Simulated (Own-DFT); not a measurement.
# Computed records: Al₃₂O₄₇ (corundum with one vacancy, atoms displaced), Al₃₁GaO₄₈ (corundum with substituted atoms, atoms displaced)

Computed with Own-DFT development build. A calculation, not a measurement: plane-wave PBE density functional theory by an unreviewed code, no spin, of a simulated periodic cell, stress positive in tension, free energy of the whole cell less one offset for each atom, defect cell not probed for a lower state with spin; oxygen file: force components 24 meV/angstrom off all-electron in one glass; forces on such cells passed a denser k mesh, this cell's mesh not checked; offsets are fitted by least squares, one for each functional and potential file, so energies compare only between cells with the same atoms and settings and are not formation energies; the far tail of each file's local potential was reset to the Coulomb form; each entry is a single point on an unrelaxed cell, so the pressure reflects the starting lattice, mostly measured values, from which strain is counted, and rises with the displacements; printed positions are rounded, which can move forces by about a meV/angstrom; the program is a retired in-house code; no spin-orbit coupling; before rounding, a Quantum ESPRESSO 7.3.1 run of the same cell and cutoff gave forces within 1 meV/angstrom rms on each cell, which checks the program and not the settings.

Common to all runs: functional PBE; potential files PseudoDojo norm-conserving, scalar-relativistic, standard set; wave cutoff 72 hartree; occupations Fermi-Dirac; smearing width 0.1 eV; k mesh 3 x 3 x 3 centred on Gamma.

(1) Al₃₂O₄₇ (corundum with one vacancy, atoms displaced)

```
CELL_PARAMETERS angstrom
5.49400 0.00000 8.66040
-2.74700 4.75790 8.66040
-2.74700 -4.75790 8.66040
ATOMIC_POSITIONS crystal
Al 0.17106 0.16861 0.17635
Al 0.33007 0.31758 0.31569
Al 0.42700 0.42364 0.43978
Al 0.08628 0.06498 0.06958
O 0.28233 0.47606 0.11590
O 0.45911 0.14389 0.28466
O 0.14752 0.26843 0.45492
O 0.22885 0.01332 0.36791
O 0.02689 0.36187 0.22504
O 0.37437 0.20103 0.02320
Al 0.17553 0.16960 0.68260
Al 0.33039 0.30793 0.82497
Al 0.43330 0.42581 0.92311
Al 0.07512 0.06315 0.56806
O 0.28866 0.46809 0.62084
O 0.47174 0.12780 0.77393
O 0.12212 0.26817 0.97909
O 0.22279 0.04018 0.87456
O 0.03315 0.38100 0.72067
O 0.37744 0.22712 0.53188
Al 0.17665 0.67090 0.16944
Al 0.32077 0.82277 0.32856
Al 0.41952 0.93698 0.42711
Al 0.05216 0.59760 0.07487
O 0.29132 0.97573 0.10821
O 0.46401 0.61824 0.28635
O 0.13396 0.78438 0.46781
O 0.22316 0.52690 0.37971
O 0.03618 0.85239 0.23045
O 0.38354 0.71304 0.02662
Al 0.18042 0.68146 0.66158
Al 0.33027 0.82902 0.81411
Al 0.42152 0.93037 0.92005
Al 0.06508 0.58421 0.57063
O 0.28627 0.98230 0.61062
O 0.47034 0.61435 0.78625
O 0.13512 0.78168 0.97069
O 0.21076 0.53156 0.87528
O 0.02852 0.87476 0.73117
O 0.36405 0.71586 0.54492
Al 0.67062 0.16656 0.21764
Al 0.81024 0.32294 0.32355
Al 0.93255 0.42805 0.42923
Al 0.56872 0.06445 0.08431
O 0.78316 0.46930 0.12383
O 0.96230 0.11905 0.28229
O 0.61181 0.28373 0.48587
O 0.73033 0.03395 0.37032
O 0.53588 0.35671 0.21644
O 0.85918 0.23149 0.04191
Al 0.68758 0.17343 0.66150
Al 0.83419 0.33485 0.80277
Al 0.92428 0.42321 0.92614
Al 0.57899 0.07591 0.56619
O 0.77168 0.45679 0.63990
O 0.97803 0.13186 0.76745
O 0.60788 0.28620 0.97373
O 0.52534 0.36804 0.72618
O 0.85648 0.23653 0.54568
Al 0.68495 0.68484 0.16350
Al 0.82530 0.81849 0.32542
Al 0.91197 0.92403 0.42299
Al 0.55982 0.58280 0.09389
O 0.78249 0.97289 0.12311
O 0.97086 0.64038 0.28336
O 0.63184 0.76025 0.47533
O 0.72104 0.53849 0.37735
O 0.53648 0.88845 0.21523
O 0.87959 0.72477 0.00740
Al 0.66902 0.66370 0.68270
Al 0.81821 0.81780 0.84468
Al 0.94533 0.92124 0.90899
Al 0.58574 0.57929 0.56380
O 0.77890 0.97122 0.62197
O 0.98031 0.62157 0.78536
O 0.64022 0.77232 0.95469
O 0.72384 0.53871 0.87217
O 0.53052 0.85776 0.72902
O 0.86962 0.73136 0.53031
```

* free energy of cell above offsets: -41.791 eV
* pressure: 14.43 GPa
* stress xx: -13.1 GPa
* stress yy: -16.31 GPa
* stress zz: -13.89 GPa
* stress yz: 0.99 GPa
* stress xz: 0.1 GPa
* stress xy: 1.41 GPa

Force:
```csv
element,x (eV/Å),y (eV/Å),z (eV/Å)
Al,0.251,1.526,0.586
Al,-4.116,3.867,4.16
Al,-1.211,0.443,-3.03
Al,-3.254,-0.471,0.047
O,-1.804,-0.893,-0.036
O,6.454,-5.039,-4.229
O,-3.671,-0.591,-1.124
O,-1.8,0.3,1.953
O,-1.806,0.773,1.702
O,-0.505,-0.47,2.342
Al,0.48,2.662,0.712
Al,-2.149,1.644,2.08
Al,-1.568,-0.151,-3.312
Al,-1.1,1.668,0.965
O,-2.428,-0.572,0.631
O,2.204,-1.524,-2.035
O,-0.105,0.871,-0.317
O,1.783,-0.12,-2.548
O,0.169,-0.483,-1.836
O,0.442,-1.043,-1.222
Al,1.844,-1.245,2.459
Al,1.841,0.653,-0.445
Al,1.881,0.31,-1.036
Al,5.209,-2.359,-1.361
O,-1.127,-3.014,-0.26
O,0.419,1.624,2.143
O,-2.297,-0.759,-2.5
O,0.154,0.682,-1.004
O,-1.357,2.703,2.008
O,-1.71,0.828,0.1
Al,-1.882,-4.529,-0.663
Al,0.833,-1.658,-0.555
Al,2.208,0.016,0.878
Al,1.573,-0.923,1.372
O,-1.191,-2.407,0.584
O,0.055,3.258,1.186
O,-1.197,0.898,-1.594
O,-0.085,-0.497,1.257
O,1.966,1.599,-1.168
O,3.494,3.19,2.317
Al,3.315,8.421,-6.605
Al,1.53,0.266,1.966
Al,1.045,-0.518,-1.759
Al,1.293,7.802,2.84
O,-2.099,0.229,0.648
O,0.431,-0.244,0.779
O,3.1,1.088,-0.194
O,-0.364,-6.567,1.199
O,-4.642,3.051,4.374
O,2.262,-0.375,-0.613
Al,-3.393,-3.253,0.948
Al,-2.352,-6.131,2.038
Al,-0.095,0.072,0.558
Al,-2.084,-2.137,0.915
O,0.695,4.727,-0.556
O,0.52,-0.702,0.122
O,3.312,-1.494,0.859
O,0.524,1.086,0.492
O,3.982,0.888,0.061
Al,-1.048,-1.56,-0.048
Al,-1.433,1.77,0.421
Al,2.396,-0.539,3.805
Al,3.348,0.171,-2.924
O,-0.067,-1.011,0.099
O,2.68,-2.636,-4.651
O,-1.077,2.363,1.956
O,1.976,1.652,-1.796
O,0.007,-6.334,-3.242
O,-1.081,-3.797,3.698
Al,-0.287,-0.593,2.246
Al,2.134,5.807,-2.259
Al,-3.986,0.696,2.007
Al,-3.017,-3.665,-2.895
O,0.064,0.271,-0.079
O,-0.151,1.275,-1.462
O,-3.826,-2.146,-0.118
O,0.618,-0.493,-0.94
O,-0.667,2.741,0.646
O,-0.46,-0.95,-1.742
```

(2) Al₃₂O₄₇ (corundum with one vacancy, atoms displaced)

```
CELL_PARAMETERS angstrom
5.49400 0.00000 8.66040
-2.74700 4.75790 8.66040
-2.74700 -4.75790 8.66040
ATOMIC_POSITIONS crystal
Al 0.17806 0.17201 0.18004
Al 0.31784 0.32566 0.32476
Al 0.42040 0.42521 0.43343
Al 0.07314 0.06819 0.07893
O 0.27770 0.46721 0.13023
O 0.47395 0.12063 0.27834
O 0.11965 0.27900 0.47636
O 0.21754 0.02750 0.37394
O 0.02658 0.37724 0.22274
O 0.37894 0.22659 0.02427
Al 0.17806 0.17690 0.68057
Al 0.32828 0.32510 0.81424
Al 0.42611 0.42939 0.92028
Al 0.07987 0.07038 0.57281
O 0.27550 0.47229 0.62395
O 0.47091 0.12409 0.77448
O 0.12827 0.27828 0.96363
O 0.22024 0.01687 0.88654
O 0.03682 0.36950 0.72030
O 0.37737 0.22462 0.52622
Al 0.17604 0.67893 0.18037
Al 0.32965 0.82029 0.32045
Al 0.42801 0.92655 0.42971
Al 0.07498 0.56574 0.07336
O 0.27699 0.97560 0.12269
O 0.46861 0.61548 0.28497
O 0.11918 0.78136 0.47578
O 0.22039 0.52547 0.37788
O 0.02865 0.87455 0.21970
O 0.36909 0.71637 0.03630
Al 0.17575 0.67230 0.68026
Al 0.31817 0.82266 0.83035
Al 0.42579 0.93129 0.92433
Al 0.06875 0.56962 0.57992
O 0.27807 0.96658 0.62746
O 0.46561 0.62749 0.78295
O 0.12320 0.77485 0.97836
O 0.22512 0.52524 0.87088
O 0.03157 0.87516 0.72348
O 0.37290 0.72349 0.52981
Al 0.66890 0.17772 0.17337
Al 0.82367 0.32609 0.32275
Al 0.92666 0.42843 0.42230
Al 0.57653 0.06948 0.07335
O 0.78269 0.46818 0.12286
O 0.98296 0.11734 0.28024
O 0.61499 0.28285 0.47138
O 0.72603 0.02661 0.37369
O 0.87745 0.22532 0.02164
Al 0.67943 0.17748 0.67217
Al 0.82860 0.32204 0.82140
Al 0.91975 0.42766 0.92622
Al 0.57367 0.07010 0.57734
O 0.77595 0.47100 0.62361
O 0.97490 0.11653 0.78649
O 0.62324 0.28141 0.96886
O 0.72459 0.02971 0.87218
O 0.52542 0.38140 0.72933
O 0.88139 0.21705 0.52580
Al 0.67908 0.67134 0.17877
Al 0.82639 0.82067 0.32062
Al 0.92454 0.92650 0.42483
Al 0.57495 0.57372 0.07440
O 0.77870 0.97241 0.12607
O 0.97278 0.63048 0.27835
O 0.63241 0.77450 0.47313
O 0.72355 0.52115 0.37615
O 0.51976 0.87768 0.22478
O 0.87940 0.72063 0.02517
Al 0.67899 0.66862 0.67772
Al 0.82348 0.81839 0.82541
Al 0.92273 0.92737 0.92533
Al 0.57569 0.57331 0.57799
O 0.77578 0.97875 0.61785
O 0.97289 0.61965 0.77823
O 0.62654 0.77164 0.97597
O 0.72059 0.52943 0.88024
O 0.52872 0.87129 0.72049
O 0.87421 0.72376 0.53183
```

* free energy of cell above offsets: -56.141 eV
* pressure: 7.48 GPa
* stress xx: -7.93 GPa
* stress yy: -7.96 GPa
* stress zz: -6.53 GPa
* stress yz: -0.2 GPa
* stress xz: 0.34 GPa
* stress xy: -0.43 GPa

Force:
```csv
element,x (eV/Å),y (eV/Å),z (eV/Å)
Al,0.36,1.245,-0.44
Al,0.831,-0.16,0.665
Al,0.461,0.694,-1.292
Al,-0.4,1.065,0.555
O,0.007,0.8,-0.747
O,-0.596,0.013,-0.012
O,0.516,-0.169,0.154
O,0.379,-0.529,1.263
O,0.319,-0.419,-0.475
O,-0.285,-0.874,-0.958
Al,0.726,-0.754,-0.908
Al,-1.073,-1.136,0.452
Al,-0.775,-1.434,0.785
Al,-0.39,-0.081,-0.032
O,-0.141,-0.167,0.57
O,0.01,0.171,0.868
O,-0.313,-0.379,0.414
O,0.51,1.54,-0.174
O,-1.41,0.243,-0.409
O,-0.383,-0.817,-0.821
Al,0.211,-0.464,-1.392
Al,-1.511,-0.451,-0.12
Al,0.145,-0.351,-0.822
Al,0.345,1.121,1.661
O,0.891,-0.577,0.168
O,0.278,1.407,1.151
O,0.918,-0.218,0.025
O,-0.271,-0.077,0.124
O,-0.58,-0.356,0.418
O,1.265,0.846,1.137
Al,-0.085,1.325,-0.22
Al,0.166,-0.205,0.144
Al,-0.049,-1.055,-0.89
Al,0.479,1.288,0.646
O,-0.176,0.522,0.704
O,0.946,0.341,0.077
O,-0.028,0.266,-0.657
O,-0.78,-0.332,0.328
O,-0.137,-0.505,-0.959
O,0.751,-0.2,0.17
Al,-0.425,0.457,1.761
Al,0.508,-0.913,-0.903
Al,0.201,-0.253,0.229
Al,-0.791,0.674,0.198
O,-0.73,-0.168,0.719
O,-1.321,0.937,-0.476
O,1.417,-0.438,1.512
O,-0.348,0.25,-0.359
O,-0.181,-0.809,-0.165
Al,-0.056,0.025,0.062
Al,-0.281,-0.895,-0.354
Al,1.269,-0.968,0.463
Al,0.661,0.852,-0.509
O,0.244,-0.499,0.829
O,-0.083,1.363,0.262
O,0.693,-0.196,0.273
O,-0.208,-0.306,-0.608
O,1.862,0.217,-2.121
O,-0.911,0.24,-0.112
Al,-0.232,0.36,-0.198
Al,-0.651,0.424,1.334
Al,0.277,-0.128,0.116
Al,-0.933,-1.598,-1.004
O,-0.058,0.249,-0.9
O,0.358,-1.261,-1.339
O,-0.746,0.067,-1.117
O,-0.664,0.346,0.626
O,1.617,-0.309,-0.036
O,-0.836,-0.401,-0.537
Al,-0.792,0.677,0.782
Al,0.383,0.932,0.296
Al,0.968,-0.667,0.499
Al,-0.557,0.754,-0.677
O,-0.241,-1.344,0.827
O,-0.637,0.277,0.559
O,-0.524,0.616,0.196
O,1.007,0.959,-1.165
O,-0.477,-0.204,0.579
O,0.086,-0.498,-0.693
```

(3) Al₃₁GaO₄₈ (corundum with substituted atoms, atoms displaced)

```
CELL_PARAMETERS angstrom
5.49400 0.00000 8.66040
-2.74700 4.75790 8.66040
-2.74700 -4.75790 8.66040
ATOMIC_POSITIONS crystal
Al 0.18293 0.17751 0.16326
Al 0.32619 0.32060 0.33086
Al 0.41746 0.42544 0.42361
Al 0.06973 0.07824 0.07181
O 0.28137 0.47731 0.11280
O 0.46565 0.13748 0.27777
O 0.13189 0.27731 0.47126
O 0.21787 0.03526 0.36764
O 0.01879 0.38403 0.22658
O 0.38553 0.21704 0.02341
Al 0.18456 0.17653 0.66752
Al 0.31682 0.33259 0.82617
Al 0.42167 0.41911 0.93169
Al 0.06511 0.07793 0.57453
O 0.27325 0.47151 0.62456
O 0.46899 0.11936 0.78457
O 0.13289 0.27733 0.97447
O 0.22893 0.03053 0.87906
O 0.02826 0.37824 0.71347
O 0.38746 0.21993 0.51754
Al 0.16966 0.67406 0.18531
Al 0.32240 0.81854 0.31916
Al 0.42249 0.93014 0.42792
Al 0.07340 0.57420 0.06578
O 0.28608 0.97692 0.11177
O 0.46913 0.62866 0.27458
O 0.11898 0.78407 0.46904
O 0.22543 0.53701 0.35313
O 0.02017 0.88184 0.22831
O 0.36867 0.72605 0.01723
Al 0.16304 0.69426 0.67966
Al 0.31156 0.83545 0.82786
Al 0.42288 0.93008 0.92209
Al 0.07941 0.57477 0.56850
O 0.28786 0.97853 0.60419
O 0.46663 0.63113 0.77479
O 0.12872 0.77937 0.96803
O 0.21487 0.53036 0.88585
O 0.02775 0.88039 0.72101
O 0.37828 0.71984 0.52627
Al 0.68403 0.16953 0.18157
Al 0.82987 0.32306 0.32580
Al 0.92353 0.42925 0.43229
Al 0.56548 0.08195 0.08302
O 0.77176 0.47242 0.12537
O 0.96734 0.12021 0.29215
O 0.62903 0.27187 0.47679
O 0.71727 0.02479 0.37871
O 0.53424 0.36826 0.21559
O 0.87872 0.22131 0.02383
Al 0.66603 0.17381 0.68359
Al 0.82455 0.31615 0.83102
Al 0.93183 0.42171 0.92483
Al 0.58090 0.06681 0.56754
O 0.77453 0.46619 0.62906
O 0.96930 0.12784 0.77628
O 0.61479 0.28955 0.96962
O 0.71173 0.03672 0.87702
O 0.52654 0.38559 0.71591
O 0.87956 0.23226 0.51793
Al 0.66371 0.68278 0.17787
Al 0.82693 0.82889 0.32220
Al 0.93240 0.91890 0.42909
Al 0.57432 0.57026 0.07729
O 0.77214 0.98257 0.12290
O 0.97364 0.62227 0.28745
O 0.61641 0.77698 0.47855
O 0.72118 0.53727 0.37579
O 0.52949 0.87747 0.22327
O 0.87193 0.72240 0.02375
Ga 0.67266 0.67526 0.67935
Al 0.82326 0.82114 0.83091
Al 0.92005 0.92592 0.92846
Al 0.56812 0.57203 0.58132
O 0.77947 0.97386 0.62720
O 0.96533 0.62579 0.78542
O 0.63059 0.77791 0.97056
O 0.72138 0.53459 0.86947
O 0.52835 0.87259 0.72065
O 0.87418 0.72373 0.52217
```

- free energy of cell above offsets: -52.625 eV
- pressure: 10.73 GPa
- stress xx: -11.22 GPa
- stress yy: -10.74 GPa
- stress zz: -10.22 GPa
- stress yz: 0.62 GPa
- stress xz: 0.69 GPa
- stress xy: 0.04 GPa

Force:
```csv
element,x (eV/Å),y (eV/Å),z (eV/Å)
Al,-1.063,-1.725,1.53
Al,0.382,2.45,-1.979
Al,1.795,-0.32,2.211
Al,0.63,-1.342,0.932
O,-1.419,-1.832,0.708
O,1.593,-1.278,-1.271
O,-0.895,0.232,-0.116
O,0.276,-0.689,0.064
O,1.884,0.383,-0.829
O,-1.854,0.728,-0.993
Al,-0.655,-0.158,-0.321
Al,2.145,0.672,-0.074
Al,0.183,2.172,1.426
Al,1.065,1.397,0.548
O,-0.023,0.402,-0.186
O,-0.209,1.883,0.693
O,-1.7,0.504,-1.677
O,-0.958,1.97,-2.567
O,0.361,-0.647,0.793
O,-1.674,-0.383,0.045
Al,0.913,3.991,-2.677
Al,-0.976,0.979,2.195
Al,2.379,0.74,-1.761
Al,-1.941,-1.75,2.298
O,-1.393,-1.768,0.357
O,0.086,-0.822,-1.016
O,1.655,-1.546,0.836
O,-0.094,-4.848,3.47
O,1.372,0.593,-0.559
O,0.168,-1.498,2.208
Al,2.839,-1.05,-0.724
Al,2.756,-0.289,-0.937
Al,1.866,-0.981,0.243
Al,-1.247,-0.209,-0.48
O,-3.865,-2.575,2.328
O,-1.137,-0.978,-0.949
O,-2.526,0.204,-1.024
O,2.258,1.944,-2.747
O,-1.045,-0.013,0.113
O,-1.896,0.296,-1.451
Al,-1.198,1.089,-1.033
Al,-1.198,0.293,-0.052
Al,0.134,0.431,-0.532
Al,1.293,-0.048,-0.108
O,0.841,-0.666,0.43
O,1.225,1.664,-0.773
O,-0.773,0.977,-0.696
O,0.945,0.402,0.093
O,-1.152,0.386,1.503
O,-0.071,-0.028,0.394
Al,0.371,1.183,0.241
Al,-1.112,1.966,-0.849
Al,-1.365,0.905,0.057
Al,-0.888,-0.755,1.718
O,0.552,-0.674,0.38
O,0.943,-0.835,0.037
O,1.854,-1.179,0.897
O,1.028,-0.813,0.62
O,-0.544,-2.521,-1.983
O,-0.918,-1.867,-0.357
Al,1.257,-0.728,1.113
Al,-0.962,-1.381,-1.629
Al,-2.39,0.918,-0.235
Al,0.325,1.358,-1.001
O,0.842,-0.739,0.22
O,-0.085,1.539,-0.123
O,1.244,2.02,0.243
O,-0.013,0.329,-1.326
O,-0.473,0.31,-0.281
O,0.059,-0.109,1.371
Ga,0.299,0.357,-0.972
Al,-0.877,1.029,-0.838
Al,-0.182,0.309,0.555
Al,0.532,1.763,1.185
O,0.596,-0.551,-0.491
O,1.442,0.717,0.155
O,-1.556,-0.238,-1.118
O,0.578,-3.192,1.341
O,-2.084,1.584,1.523
O,1.444,-0.045,1.664
```
